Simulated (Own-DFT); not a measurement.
# Response to strain: fcc Cu, 16 atoms (Cu16)

All numbers below are calculated, not measured. They come from Own-DFT, an in-house plane-wave density functional program, since retired, whose code no person has reviewed. Each row is one single-point run on a periodic cell that was not relaxed, without spin or spin-orbit coupling.

Settings of every run: PBE; PseudoDojo norm-conserving scalar-relativistic files; cutoff 50 hartree; 7 x 7 x 5 k mesh centred on Gamma; cold (Marzari-Vanderbilt) smearing of 0.2 eV.

Known limits: forces on such cells failed a check on a denser k mesh; stress not checked against mesh or cutoff.

Unstrained cell vectors in Å: (3.615, 3.615, 0.000); (-3.615, 3.615, 0.000); (0.000, 0.000, 7.230). The unstrained cell has measured lattice constants (interpolated for alloys), not those of this functional. That, the random moves and any unrelaxed bonds set the pressure at no strain. Each run strains this cell uniformly, with the atoms carried along. Every atom was also moved at random, by a Gaussian of width 0.05 Å on each axis. Strain is the symmetric tensor, in per cent. Stress is positive in tension, and the pressure is minus a third of its trace.

```
run,e_xx (%),e_yy (%),e_zz (%),e_yz (%),e_xz (%),e_xy (%),s_xx (GPa),s_yy (GPa),s_zz (GPa),s_yz (GPa),s_xz (GPa),s_xy (GPa),P (GPa),E (meV/atom)
1,-1.58,1.43,0.43,1.62,0.63,0.34,-3.60,-1.78,-2.46,2.69,1.22,0.88,2.61,11.2
2,-1.97,1.00,-0.15,-0.56,-0.50,1.04,-6.46,-3.74,-4.58,-0.49,-0.51,1.79,4.93,17.0
3,-1.14,-1.01,0.91,-0.57,0.53,1.05,-4.81,-4.67,-3.24,-0.94,0.77,1.73,4.24,0.0
4,0.76,0.94,0.51,-1.73,-0.41,0.20,0.21,0.13,0.06,-2.65,-0.77,0.42,-0.13,11.4
5,-1.56,1.64,0.85,-0.09,-1.16,-1.50,-2.91,-0.49,-1.18,-0.13,-2.07,-2.46,1.53,8.4
6,-1.35,0.86,1.61,1.18,-1.61,-0.75,-2.91,-1.43,-0.85,1.79,-2.85,-1.58,1.73,17.8
7,-1.88,-0.89,-0.22,-0.93,-1.84,-1.63,-8.86,-7.43,-7.55,-1.52,-3.35,-2.94,7.95,20.8
8,0.24,0.92,1.30,-0.72,1.63,-1.79,-0.75,-0.16,0.74,-1.25,2.91,-2.37,0.06,22.7
9,-1.92,-0.45,1.60,1.24,-0.78,-0.40,-5.23,-4.54,-3.21,2.03,-1.61,-0.76,4.33,15.9
10,-1.47,1.11,-0.31,-0.95,1.03,-1.50,-4.87,-3.17,-3.94,-1.43,2.08,-2.45,3.99,11.5
11,-1.35,0.29,1.83,-0.41,-0.36,-1.57,-2.60,-1.86,-0.66,-0.95,-0.47,-2.39,1.71,7.9
12,-1.68,0.52,0.37,1.86,1.30,-0.67,-5.56,-4.09,-4.80,2.92,2.82,-0.92,4.82,25.0
13,-1.84,-1.76,-1.22,-0.28,1.09,0.60,-11.81,-11.30,-11.05,-0.62,2.90,1.19,11.39,33.5
14,0.11,-0.98,0.46,1.03,-1.16,1.05,-2.79,-3.89,-2.99,1.86,-1.92,1.79,3.23,4.5
15,-1.59,-0.19,-1.60,-1.73,-0.32,0.03,-9.84,-8.43,-9.79,-3.73,-0.21,0.06,9.35,37.9
16,-0.08,0.66,-1.13,-0.97,0.73,-0.69,?,?,?,?,?,?,?,?
```

E is the free energy for each atom above the lowest run shown.

## Worked fit

Each stress component was fitted by least squares to a constant and the strains of the runs shown, as fractions, with shears doubled. Shear strains stay in the fit of a normal stress only where such slopes are resolved. The slopes, in GPa:

```
stress,at no strain,per e_xx,per e_yy,per e_zz,scatter
s_xx,-3.4,201 ± 19,123 ± 16,168 ± 17,0.59
s_yy,-3.4,121 ± 16,192 ± 13,147 ± 14,0.48
s_zz,-3.3,139 ± 16,129 ± 14,224 ± 15,0.51
```

Each shear stress against twice its own strain: yz 82 ± 5, xz 94 ± 3, xy 82 ± 2 GPa. These are stiffnesses along x, y and z of the frame in which the cell vectors are given, which need not be the crystal's axes. The atoms are held to the strained lattice; where symmetry lets them move under strain, relaxing them would lower some slopes. The table should be nearly symmetric about its diagonal, and what it lacks of that shows the noise. A ninth of its sum, 160 ± 7 GPa, estimates the bulk modulus near the mean pressure of these runs, 4.1 GPa, so it lies above the value at zero pressure.

## Withheld run

Question: what normal stresses and pressure should run 16 give?

The fit gives s_xx = -4.7, s_yy = -3.9, s_zz = -5.1 and P = 4.5 GPa. The calculation gave -3.55, -2.96, -3.94 and P = 3.48 GPa.
